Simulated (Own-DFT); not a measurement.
# How strain changes the stress of diamond-structure GeSn with randomly placed atoms, 64 atoms (Ge56Sn8)

All numbers below are calculated, not measured. They come from Own-DFT, an in-house plane-wave density functional program, since retired, whose code no person has reviewed. Each row is one single-point run on a periodic cell that was not relaxed, without spin or spin-orbit coupling.

Settings of every run: PBE; PseudoDojo norm-conserving scalar-relativistic files; cutoff 49 hartree; 3 x 3 x 3 k mesh centred on Gamma; Fermi-Dirac smearing of 0.1 eV.

Known limits: forces on such cells moved up to 12 meV/angstrom on a denser k mesh; stress not checked against mesh or cutoff.

Unstrained cell vectors in Å: (11.524, 0.000, 0.000); (0.000, 11.524, 0.000); (0.000, 0.000, 11.524). The unstrained cell has measured lattice constants (interpolated for alloys), not those of this functional. That, the random moves and any unrelaxed bonds set the pressure at no strain. Each run strains this cell uniformly, with the atoms carried along. Every atom was also moved at random, by a Gaussian of width 0.05 Å on each axis. The random placing of the alloy's atoms differs from row to row. Strain is the symmetric tensor, in per cent. Stress is positive in tension, and the pressure is minus a third of its trace.

```
run,e_xx (%),e_yy (%),e_zz (%),s_xx (GPa),s_yy (GPa),s_zz (GPa),P (GPa),E (meV/atom)
1,2.25,2.25,0.00,-1.85,-1.81,-3.06,2.24,0.0
2,-3.00,-3.00,0.00,-11.21,-11.02,-9.43,10.55,92.0
3,2.00,2.00,0.00,-2.53,-2.26,-3.56,2.78,17.4
4,-0.75,-0.75,0.00,-6.51,-6.58,-5.95,6.35,24.9
5,0.25,0.25,0.00,-4.81,-4.76,-4.89,4.82,12.4
6,0.75,0.75,0.00,-4.09,-4.17,-4.41,4.22,10.6
7,-2.25,-2.25,0.00,-9.29,-9.44,-7.98,8.91,55.5
8,-2.50,-2.50,0.00,?,?,?,?,?
```

E is the free energy for each atom above the lowest run shown.

## Worked fit

The change of volume is close to e_xx + e_yy + e_zz. A straight line through the runs shown gives P = 5.56 - 77 x (fractional change of volume) GPa, with an error of 4 on the slope and a scatter of 0.36 GPa. The strain isn't the same on all axes, but the crystal is cubic, so the slope still estimates the bulk modulus, averaged over pressures from 2.2 to 10.6 GPa.

## Withheld run

Question: what pressure should run 8 give? Its volume changes by -4.94 %.

The line gives 9.4 GPa. The calculation gave 9.53 GPa.
